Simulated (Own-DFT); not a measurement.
# Response to strain: wurtzite GaN, 96 atoms (Ga48N48)

These are calculations, not measurements. The program, named Own-DFT, is a retired in-house plane-wave density functional code that no person has reviewed. Each row is one single-point run on a periodic cell that was not relaxed, without spin or spin-orbit coupling.

Settings of every run: PBE; PseudoDojo norm-conserving scalar-relativistic files (stringent for Ga); cutoff 96 hartree; 3 x 4 x 3 k mesh centred on Gamma; Gaussian smearing of 0.01 eV.

Known limits: forces on such cells passed a denser k mesh, each cell not checked; stress not checked against mesh or cutoff.

Unstrained cell vectors in Å: (12.756, 0.000, 0.000); (-4.784, 8.285, 0.000); (0.000, 0.000, 10.370). The unstrained cell has measured lattice constants (interpolated for alloys), not those of this functional. That, the random moves and any unrelaxed bonds set the pressure at no strain. Each run strains this cell uniformly, with the atoms carried along. Every atom was also moved at random, by a Gaussian of width 0.05 Å on each axis. Strain is the symmetric tensor, in per cent. Stress is positive in tension, and the pressure is minus a third of its trace.

```
run  e_xx (%)  e_yy (%)  e_zz (%)  s_xx (GPa)  s_yy (GPa)  s_zz (GPa)  P (GPa)  E (meV/atom)
  1      0.00      0.00     -0.50       -6.77       -8.13       -9.83     8.24          15.0
  2      0.00      0.00     -0.50       -7.00       -6.90       -9.49     7.80           4.0
  3      0.00      0.00      0.75       -7.67       -5.78       -4.00     5.82           8.5
  4      0.00      0.00      0.75       -6.66       -6.25       -3.22     5.38           0.0
  5      0.00      0.00     -0.25       -7.37       -6.79       -8.77     7.64           9.2
  6      0.00      0.00     -1.25       -8.95       -6.65      -13.75     9.79          19.3
  7      0.00      0.00      1.75       -5.43       -5.86       -0.35     3.88           5.2
  8      0.00      0.00      1.75       -5.50       -7.04        0.54     4.00           9.3
  9      0.00      0.00     -1.25       -6.46       -8.40      -13.13     9.33           9.5
 10      0.00      0.00      1.50           ?           ?           ?        ?             ?
```

E is the free energy for each atom above the lowest run shown.

## Worked fit

The change of volume is close to e_xx + e_yy + e_zz. A straight line through the runs shown gives P = 7.14 - 188 x (fractional change of volume) GPa, with an error of 7 on the slope and a scatter of 0.23 GPa. The strain isn't the same on all axes and the cell isn't cubic, so the slope belongs to this path and is not the bulk modulus.

## Withheld run

Question: what pressure should run 10 give? Its volume changes by 1.50 %.

The line gives 4.3 GPa. The calculation gave 4.26 GPa.
